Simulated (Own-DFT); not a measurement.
# From a pressure shift to a lattice shift: D0_22 TiAl3, 40 atoms (Al30Ti10)

No measurement is shown. These are fixed-geometry runs of a retired plane-wave code named Own-DFT, which no person has reviewed; spin and spin-orbit coupling are neglected.

Keep in mind: forces on such cells failed a check on a denser k mesh; stress not checked against mesh or cutoff.

Each geometry was run with PBE and with PBEsol, otherwise alike: PseudoDojo norm-conserving scalar-relativistic files made for PBE; cutoff 42 hartree; 4 x 4 x 4 k mesh centred on Gamma; cold (Marzari-Vanderbilt) smearing of 0.2 eV. Unstrained cell vectors in Å: (-2.365, -6.981, 4.326); (-7.667, 3.491, 1.442); (-2.950, -3.488, -7.241). Each has a uniform strain, of which the change of volume is shown, and random moves of rms u per axis.

| run | volume change (%) | u (Å) | P with PBE (GPa) | P with PBEsol (GPa) |
|---|---|---|---|---|
| 1 | -0.05 | 0.0556 | 3.07 | 1.16 |
| 2 | 1.69 | 0.0497 | 0.97 | -0.90 |
| 3 | 1.18 | 0.0521 | 1.53 | -0.34 |
| 4 | 3.95 | 0.0470 | -1.22 | -3.04 |
| 5 | 0.20 | 0.0527 | 2.96 | 1.06 |
| 6 | -0.56 | 0.0474 | 3.50 | 1.58 |
| 7 | 0.08 | 0.0430 | 2.62 | 0.71 |
| 8 | 0.88 | 0.0461 | 1.70 | -0.19 |
| 9 | -2.59 | 0.0516 | 6.05 | 4.09 |
| 10 | 2.88 | 0.0478 | -0.33 | ? |

The question: by how much does PBEsol shrink this cell, and what belongs in the blank?

## Answer

Write v for the change of volume as a fraction. Fitted to v and u², the PBE pressure has a slope of -110 ± 4 GPa in v, with the ions held to the strained lattice. The difference PBEsol less PBE is -1.91 + 2.2 v GPa (slope ± 0.1) and averages -1.89 GPa. Divided by the mean slope of the two, 109 GPa, that makes PBEsol's volume at a given pressure, near 1 GPa, about 1.7 % smaller, or 0.58 % in lengths. At one volume PBEsol's slope is the smaller by 2 GPa, but its pressure there is lower too. If stiffness rises by about 4 GPa for each GPa, PBEsol at equal pressure is stiffer by about 5 GPa. Files made for PBEsol would give a different shift.

For run 10 the line gives -2.17 GPa. The calculation gave -2.17 GPa.
